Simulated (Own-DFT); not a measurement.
# What random displacements cost in zincblende GaP, 96 atoms (Ga48P48)

These are calculations, not measurements. The program, named Own-DFT, is a retired in-house plane-wave density functional code that no person has reviewed. Each row is one single-point run on a periodic cell that was not relaxed, without spin or spin-orbit coupling.

Settings of every run: PBE; PseudoDojo norm-conserving scalar-relativistic files; cutoff 42 hartree; 2 x 3 x 3 k mesh centred on Gamma; Fermi-Dirac smearing of 0.1 eV.

Known limits, some of them of some rows only: forces on such cells moved up to 12 meV/angstrom on a denser k mesh; forces on such cells passed a denser k mesh, each cell not checked; stress not checked against mesh or cutoff.

Cell vectors in Å: (16.352, 0.000, 0.000); (0.000, 10.901, 0.000); (0.000, 0.000, 10.901). In each run every atom was moved at random and independently from its ideal site; u is the rms move along one axis. E is the free energy for each atom above the fitted value at u = 0, and F the rms of the force components.

| run | u (Å) | E (meV/atom) | F (eV/Å) | largest force (eV/Å) | P (GPa) |
|---|---|---|---|---|---|
| 1 | 0.0186 | 6.2 | 0.251 | 0.86 | 2.70 |
| 2 | 0.0190 | 6.6 | 0.260 | 0.84 | 2.70 |
| 3 | 0.0218 | 8.6 | 0.300 | 1.10 | 2.73 |
| 4 | 0.0466 | 36.0 | 0.638 | 2.59 | 3.12 |
| 5 | 0.0528 | 46.6 | 0.730 | 2.47 | 3.26 |
| 6 | 0.0925 | ? | ? | ? | ? |
| 7 | 0.0970 | 165.4 | 1.466 | 5.69 | 4.97 |
| 8 | 0.1011 | 195.1 | 1.738 | 8.70 | 5.45 |
| 9 | 0.1367 | 313.6 | 2.180 | 8.40 | 7.00 |
| 10 | 0.2093 | 719.3 | 3.481 | 14.35 | 12.65 |

## Worked fit

For small independent moves the energy grows as E = (3/2) K u², with K the mean stiffness felt by one atom. The runs with u up to 0.11 Å give K = 11.8 ± 0.3 eV/Å², with residuals divided by u² + 0.0006 Å², since the noise grows with the moves. The scatter is 2.5 meV/atom at u = 0.05 Å. The forces follow F = G u with G = 14.4 eV/Å²; no force at u = 0 is resolved. G exceeds K because the moves of its neighbours add to the force on an atom, and stiffness differs between atoms. At u = 0.209 Å the parabola gives 776 meV/atom and the run 719. The pressure follows P = 2.57 + 268 u² GPa: at fixed volume, shortened bonds push harder than stretched ones pull.

## Withheld run

Question: what energy and rms force should run 6 give?

The fit gives 151 ± 9 meV/atom and about 1.33 eV/Å. The calculation gave 159.3 meV/atom and 1.515 eV/Å.
